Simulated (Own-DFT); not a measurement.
# Misfit strain and the stress it brings: wurtzite AlGaN with randomly placed atoms, 96 atoms (Al36Ga12N48)

Everything here is calculated. The program is Own-DFT (plane waves, in-house, since retired, never reviewed by a person); positions were held fixed, and spin and spin-orbit coupling were off.

Common settings: PBE; PseudoDojo norm-conserving scalar-relativistic files (stringent for Ga); cutoff 96 hartree; 3 x 4 x 3 k mesh centred on Gamma; Gaussian smearing of 0.01 eV.

Known weak points: k mesh not checked against a denser one; stress not checked against mesh or cutoff.

Unstrained cell vectors in Å: (12.525, 0.000, 0.000); (-4.697, 8.135, 0.000); (0.000, 0.000, 10.066). The unstrained cell has measured lattice constants (interpolated for alloys), not those of this functional. That, the random moves and any unrelaxed bonds set the pressure at no strain. Each run strains x and y alike by e, as a substrate would, and holds the height along z. All atoms carry random offsets, Gaussian with a width of 0.05 Å per axis. The random placing of the alloy's atoms differs from row to row. Stress is positive in tension.

| e (%) | u (Å) | (s_xx + s_yy)/2 (GPa) | s_zz (GPa) |
|---|---|---|---|
| -3.00 | 0.050 | -26.24 | -11.59 |
| -2.25 | 0.053 | -21.32 | -10.03 |
| -1.75 | 0.053 | -17.91 | -9.39 |
| -1.25 | 0.049 | ? | ? |
| -0.25 | 0.053 | -8.43 | -6.37 |
| 1.25 | 0.051 | 1.37 | -6.75 |
| 1.50 | 0.050 | 1.35 | -3.91 |
| 2.25 | 0.050 | 5.08 | -3.46 |
| 2.75 | 0.051 | 7.55 | -2.78 |
| 3.00 | 0.048 | 8.44 | -1.67 |

## What the rows give

With e as a fraction, the in-plane stress is -6.6 + 586 e - 2656 e² GPa (errors 8 and 550, scatter 0.51), and s_zz is -6.8 + 151 e GPa (slope ± 13, scatter 0.84). At e = 0 the first slope is C11 + C12 and the second 2 C13, both with the ions held to the strained lattice and at the cell's own pressure. The term in e² is negative: the layer stiffens under compression and softens under tension. A free layer would change its height as e changes, and the in-plane slope would drop by 2 C13²/C33 to the biaxial modulus. At fixed height, a misfit of 1 % moves the in-plane stress by about 5.9 GPa and s_zz by 1.5 GPa.

## The run left out

Asked: what are the two stresses at e = -1.25 %?

From the fit: -14.3 and -8.7 GPa. The hidden result is -13.33 and -9.27 GPa.
